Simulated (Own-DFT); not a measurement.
# One host, several defects: monoclinic HfO2

Everything here is calculated. The program is Own-DFT (plane waves, in-house, since retired, never reviewed by a person); positions were held fixed, and spin and spin-orbit coupling were off.

All runs used: PBE; PseudoDojo norm-conserving scalar-relativistic files; cutoff 72 hartree; 2 x 2 x 2 k mesh centred on Gamma; Fermi-Dirac smearing of 0.1 eV.

Keep in mind (not all hold for every row): a neutral cation vacancy leaves holes that likely carry spin, which these runs leave out; not probed for a lower state with spin; hafnium file: forces about 75 meV/angstrom off all-electron values; oxygen file: force components 24 meV/angstrom off all-electron in a glass; forces on such cells passed a denser k mesh, each cell not checked; stress not checked against mesh or cutoff.

All runs share one cell, with vectors in Å (10.234, 0.000, 0.000); (0.000, 10.350, 0.000); (-1.696, 0.000, 10.445) and a volume of 1106.4 Å³. Atoms were moved at random from their sites; u is the rms move along one axis. The defect's site can differ from row to row.

```
                    cell     formula   u (Å)  P (GPa)
               no defect     Hf32O64  0.0183     3.96
               no defect     Hf32O64  0.0197     4.17
               no defect     Hf32O64  0.0470     5.29
     one Si on a Hf site   Hf31O64Si  0.0306     2.81
     one Si on a Hf site   Hf31O64Si  0.0445     3.95
     one Si on a Hf site   Hf31O64Si  0.0534     4.53
two Al on a Hf site each  Al2Hf30O64  0.0304     2.35
two Al on a Hf site each  Al2Hf30O64  0.0315        ?
two Al on a Hf site each  Al2Hf30O64  0.0477     3.62
two Al on a Hf site each  Al2Hf30O64  0.0508     3.17
          one Hf vacancy     Hf31O64  0.0310     4.25
          one Hf vacancy     Hf31O64  0.0489     5.59
          one Hf vacancy     Hf31O64  0.0495     4.92
           one O vacancy     Hf32O63  0.0292     4.35
           one O vacancy     Hf32O63  0.0479     5.37
           one O vacancy     Hf32O63  0.0493     5.78
```

## Fit

P = P0 + c u² + a shift for each defect gives P0 = 3.75 GPa, c = 739 ± 92 GPa/Å² and a scatter of 0.27 GPa. The shifts, and each times the cell's volume:

- one O vacancy: 0.05 ± 0.23 GPa, 0.3 eV (not resolved)
- one Hf vacancy: -0.26 ± 0.24 GPa, -1.8 eV (not resolved)
- one Si on a Hf site: -1.40 ± 0.24 GPa, -9.7 eV
- two Al on a Hf site each: -2.13 ± 0.24 GPa, -14.7 eV (-7.3 eV for each of its 2 sites)

Against the defect-free cell, a freed cell would be larger where the shift is positive and smaller where it is negative (160.2 GPa Å³ is 1 eV). The atoms around the defects weren't relaxed, which would change these numbers.

## Withheld run

The question: what pressure belongs in the blank (two Al on a Hf site each, u = 0.0315 Å)?

The fit gives 2.35 ± 0.32 GPa. The hidden result is 2.41 GPa.
